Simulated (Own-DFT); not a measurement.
# What a defect does to the pressure of its cell: C11b WSi2

Calculated, not measured: single-point runs of Own-DFT, a retired in-house plane-wave DFT program that no person has reviewed, on unrelaxed cells, without spin or spin-orbit coupling.

Method: PBEsol; PseudoDojo norm-conserving scalar-relativistic files, made for PBE; cutoff 50 hartree; 5 x 5 x 5 k mesh centred on Gamma; cold (Marzari-Vanderbilt) smearing of 0.2 eV.

Caveats: forces on such cells failed a check on a denser k mesh; stress not checked against mesh or cutoff.

All runs share one cell, with vectors in Å (-2.148, -5.953, 3.409); (-6.444, 2.976, 1.136); (-2.553, -2.948, -6.757) and a volume of 403.2 Å³. Atoms were moved at random from their sites; u is the rms move along one axis. The defect's site can differ from row to row.

```
              cell  formula   u (Å)  P (GPa)
         no defect  Si20W10  0.0189     0.35
         no defect  Si20W10  0.0202     0.28
         no defect  Si20W10  0.0506     2.29
    one Si vacancy  Si19W10  0.0266    -0.96
    one Si vacancy  Si19W10  0.0356    -0.04
    one Si vacancy  Si19W10  0.0437    -0.38
    one Si vacancy  Si19W10  0.0497        ?
one Si on a W site   Si21W9  0.0286     2.19
one Si on a W site   Si21W9  0.0314     2.65
one Si on a W site   Si21W9  0.0491     3.20
one W on a Si site  Si19W11  0.0278     5.41
one W on a Si site  Si19W11  0.0471     6.42
one W on a Si site  Si19W11  0.0490     6.79
```

## Worked fit

P = P0 + c u² + a shift for each defect gives P0 = 0.14 GPa, c = 751 ± 109 GPa/Å² and a scatter of 0.29 GPa. The shifts, and each times the cell's volume:

- one W on a Si site: 4.72 ± 0.25 GPa, 11.9 eV
- one Si on a W site: 1.49 ± 0.24 GPa, 3.8 eV
- one Si vacancy: -1.57 ± 0.24 GPa, -3.9 eV

Positive is outwards. The product with the volume (160.2 GPa Å³ to the eV) is nearly free of the cell's size; divided by the bulk modulus at the cell's pressure it gives the volume that the defect adds. The atoms around the defects weren't relaxed, which would change these numbers.

## Withheld run

The question: what pressure belongs in the blank (one Si vacancy, u = 0.0497 Å)?

Estimate: 0.42 ± 0.36 GPa. The hidden result is 0.54 GPa.
